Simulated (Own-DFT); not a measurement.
# Strain and stress in diamond silicon, 64 atoms (Si64)

Calculated results; nothing here was measured. They come from Own-DFT, an in-house plane-wave density functional program, since retired, whose code no person has reviewed. Each row is one single-point run on a periodic cell that was not relaxed, without spin or spin-orbit coupling.

Settings of every run: PBE; PseudoDojo norm-conserving scalar-relativistic files; cutoff 20 hartree; 3 x 3 x 3 k mesh centred on Gamma; Fermi-Dirac smearing of 0.1 eV.

Known limits: k mesh not checked against a denser one; stress not checked against mesh or cutoff.

Unstrained cell vectors in Å: (10.862, 0.000, 0.000); (0.000, 10.862, 0.000); (0.000, 0.000, 10.862). The unstrained cell has measured lattice constants (interpolated for alloys), not those of this functional. That, the random moves and any unrelaxed bonds set the pressure at no strain. Each run strains this cell uniformly, with the atoms carried along. Every atom was also moved at random, by a Gaussian of width 0.05 Å on each axis. Strain is the symmetric tensor, in per cent. Stress is positive in tension, and the pressure is minus a third of its trace.

```
run  e_xx (%)  e_yy (%)  e_zz (%)  e_yz (%)  e_xz (%)  e_xy (%)  s_xx (GPa)  s_yy (GPa)  s_zz (GPa)  s_yz (GPa)  s_xz (GPa)  s_xy (GPa)  P (GPa)  E (meV/atom)
  1      0.03     -1.49     -1.73     -0.97     -1.67      1.87       -5.20       -6.61       -6.84       -2.33       -3.90        3.55     6.22          38.9
  2     -1.84     -1.53     -1.75     -1.32      0.23     -0.54       -8.32       -8.00       -8.27       -3.31        0.46       -1.13     8.19          34.3
  3     -1.43      0.32      0.22     -1.62     -1.47      0.42       -4.60       -3.03       -3.01       -2.48       -3.60        1.19     3.55          13.8
  4      0.26     -0.72     -1.99     -0.74      0.17     -1.65       -4.08       -5.10       -6.16       -2.41        0.35       -2.94     5.11          15.5
  5      0.21      1.56     -0.84      0.08     -0.18     -0.23       -1.87       -0.58       -2.85       -0.06        0.15       -0.49     1.77           6.6
  6      1.18      0.45      0.75     -0.85     -1.67     -0.49       -0.22       -0.87       -0.57       -1.31       -3.44       -1.46     0.55           8.9
  7     -0.51     -1.92      1.70      0.07      1.78      1.10       -3.79       -4.88       -1.58       -0.64        4.28        2.75     3.42          13.3
  8      0.87     -0.38      1.73      1.50      1.97     -0.83       -0.77       -1.62        0.09        3.14        3.88       -1.50     0.76          16.5
  9      0.32     -1.05      0.04      0.95      1.19     -1.80       -2.66       -4.12       -3.22        3.30        2.12       -3.66     3.33          11.8
 10     -1.14     -1.45      1.53      1.87     -1.01     -1.45       -4.98       -5.30       -2.56        4.50       -1.94       -3.62     4.28          39.2
 11     -0.09     -0.33      1.31      1.66     -1.34      1.67       -2.21       -2.41       -0.82        2.97       -3.09        3.97     1.81          10.1
 12      1.51      0.34     -1.63     -1.67     -0.41      1.11       -1.19       -2.44       -3.84       -3.50       -1.50        1.52     2.49          10.8
 13      0.06     -0.39      0.37      0.89     -1.29     -0.17       -2.51       -2.80       -2.17        2.30       -2.26        0.10     2.49           0.0
 14      1.06      1.58     -1.02      0.80      1.14     -0.52       -0.76       -0.10       -2.36        1.40        1.71       -0.90     1.07           5.3
 15     -0.42     -0.13      1.08      1.94      0.88     -0.19       -3.22       -2.72       -1.65        4.49        2.84       -1.22     2.53          28.6
 16     -0.92      0.82      1.66     -1.96     -0.29      0.07       -2.27       -0.82       -0.17       -2.94       -0.48        0.29     1.09           4.2
 17     -1.00     -0.13     -0.70      0.99     -0.77     -0.26       -4.70       -3.95       -4.51        2.42       -1.26       -0.53     4.39           4.7
 18      1.19      1.33     -0.79     -0.83      1.49     -1.70           ?           ?           ?           ?           ?           ?        ?             ?
```

E is the free energy for each atom above the lowest run shown.

## Worked fit

Each stress component was fitted by least squares to a constant and the strains of the runs shown, as fractions, with shears doubled. Shear strains stay in the fit of a normal stress only where such slopes are resolved. The slopes, in GPa:

```
stress,at no strain,per e_xx,per e_yy,per e_zz,scatter
s_xx,-2.8,159 ± 7,77 ± 7,67 ± 5,0.25
s_yy,-2.8,69 ± 6,168 ± 5,71 ± 4,0.20
s_zz,-2.8,73 ± 6,77 ± 6,158 ± 4,0.22
```

Each shear stress against twice its own strain: yz 99 ± 7, xz 106 ± 6, xy 105 ± 7 GPa. These are stiffnesses along x, y and z of the frame in which the cell vectors are given, which need not be the crystal's axes. The atoms are held to the strained lattice; where symmetry lets them move under strain, relaxing them would lower some slopes. The table should be nearly symmetric about its diagonal, and what it lacks of that shows the noise. A ninth of its sum, 102 ± 3 GPa, estimates the bulk modulus near the mean pressure of these runs, 3.1 GPa, so it lies above the value at zero pressure.

## Withheld run

Question: what normal stresses and pressure should run 18 give?

The fit gives s_xx = -0.4, s_yy = -0.3, s_zz = -2.1 and P = 0.9 GPa. The calculation gave -0.49, -0.32, -2.26 and P = 1.02 GPa.
